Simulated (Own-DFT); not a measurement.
# One host, several defects: C40 NbSi2

Everything here is calculated. The program is Own-DFT (plane waves, in-house, since retired, never reviewed by a person); positions were held fixed, and spin and spin-orbit coupling were off.

Method: PBEsol; PseudoDojo norm-conserving scalar-relativistic files, made for PBE; cutoff 42 hartree; 4 x 4 x 5 k mesh centred on Gamma; cold (Marzari-Vanderbilt) smearing of 0.2 eV.

Known weak points: forces on such cells failed a check on a denser k mesh; stress not checked against mesh or cutoff.

All runs share one cell, with vectors in Å (0.000, 8.324, 0.000); (-9.613, 0.000, 0.000); (0.000, 0.000, 6.586) and a volume of 527.0 Å³. u is the rms random offset of the atoms per axis. The defect's site can differ from row to row.

| cell | formula | u (Å) | P (GPa) |
|---|---|---|---|
| no defect | Nb12Si24 | 0.0215 | -2.07 |
| no defect | Nb12Si24 | 0.0517 | -1.05 |
| no defect | Nb12Si24 | 0.0521 | -0.96 |
| two Si on a Nb site each | Nb10Si26 | 0.0271 | -1.96 |
| two Si on a Nb site each | Nb10Si26 | 0.0294 | -1.87 |
| two Si on a Nb site each | Nb10Si26 | 0.0485 | -0.98 |
| one Si vacancy | Nb12Si23 | 0.0313 | ? |
| one Si vacancy | Nb12Si23 | 0.0315 | -2.59 |
| one Si vacancy | Nb12Si23 | 0.0556 | -1.57 |
| one Si vacancy | Nb12Si23 | 0.0574 | -1.32 |
| two Nb on a Si site each | Nb14Si22 | 0.0325 | 3.62 |
| two Nb on a Si site each | Nb14Si22 | 0.0504 | 4.53 |
| two Nb on a Si site each | Nb14Si22 | 0.0555 | 4.10 |

## What the rows give

P = P0 + c u² + a shift for each defect gives P0 = -2.29 GPa, c = 478 ± 63 GPa/Å² and a scatter of 0.20 GPa. The shifts, and each times the cell's volume:

- two Nb on a Si site each: 5.31 ± 0.17 GPa, 17.5 eV (8.7 eV for each of its 2 sites)
- two Si on a Nb site each: 0.06 ± 0.17 GPa, 0.2 eV (0.1 eV for each of its 2 sites) (not resolved)
- one Si vacancy: -0.71 ± 0.17 GPa, -2.3 eV

Against the defect-free cell, a freed cell would be larger where the shift is positive and smaller where it is negative (160.2 GPa Å³ is 1 eV). The atoms around the defects weren't relaxed, which would change these numbers.

## Prediction

Q: what pressure belongs in the blank (one Si vacancy, u = 0.0313 Å)?

The fit gives -2.53 ± 0.25 GPa. The calculation gave -2.58 GPa.
